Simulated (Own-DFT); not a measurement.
# A change of arrangement and its cost: C34N2Si36, 72 atoms

These are calculations, not measurements. The program, named Own-DFT, is a retired in-house plane-wave density functional code that no person has reviewed. Each row is one single-point run on a periodic cell that was not relaxed, without spin or spin-orbit coupling.

Settings of every run: PBE; PseudoDojo norm-conserving scalar-relativistic files; cutoff 42 hartree; 4 x 4 x 3 k mesh centred on Gamma; Fermi-Dirac smearing of 0.1 eV.

Known limits: not probed for a lower state with spin; forces on such cells passed a denser k mesh, each cell not checked; stress not checked against mesh or cutoff.

All cells hold the same atoms in the same cell, with vectors in Å (9.248, 0.000, 0.000); (-4.624, 8.009, 0.000); (0.000, 0.000, 10.068). Every atom was moved at random from its ideal site; u is the rms move along one axis. The defect's site can differ from row to row. E is the free energy of the cell above the lowest run. The arrangements:

- A: 4H SiC, with two N on a C site each, 3.1 Å apart
- B: 2H SiC, with two N on a C site each, 3.1 Å apart

```
arrangement   u (Å)  E (eV)  P (GPa)
          A  0.0294   0.015     2.75
          A  0.0294   0.023     2.67
          A  0.0303   0.000     2.71
          A  0.0503   4.608     4.35
          A  0.0504   4.174     4.20
          A  0.0530   4.756     4.48
          B  0.0278   0.938     2.99
          B  0.0311   1.210     3.03
          B  0.0315   1.540     3.01
          B  0.0483   3.768     3.72
          B  0.0514   5.413     4.59
          B  0.0529   6.128     4.60
```

Question: once the cost of the random moves is taken out, how do the arrangements rank?

## Worked answer

Fit E = a + b u², with one b for all and one a for each arrangement, and with residuals divided by u², since the noise grows with the moves. Then b = 2434 eV/Å², the scatter at u = 0.04 Å is 0.28 eV, and against A:

- B: 1.08 ± 0.12 eV (higher)

These are energies of unrelaxed cells. Relaxing the atoms lowers the strained arrangements most, so the gaps would shrink and small ones could change sign.
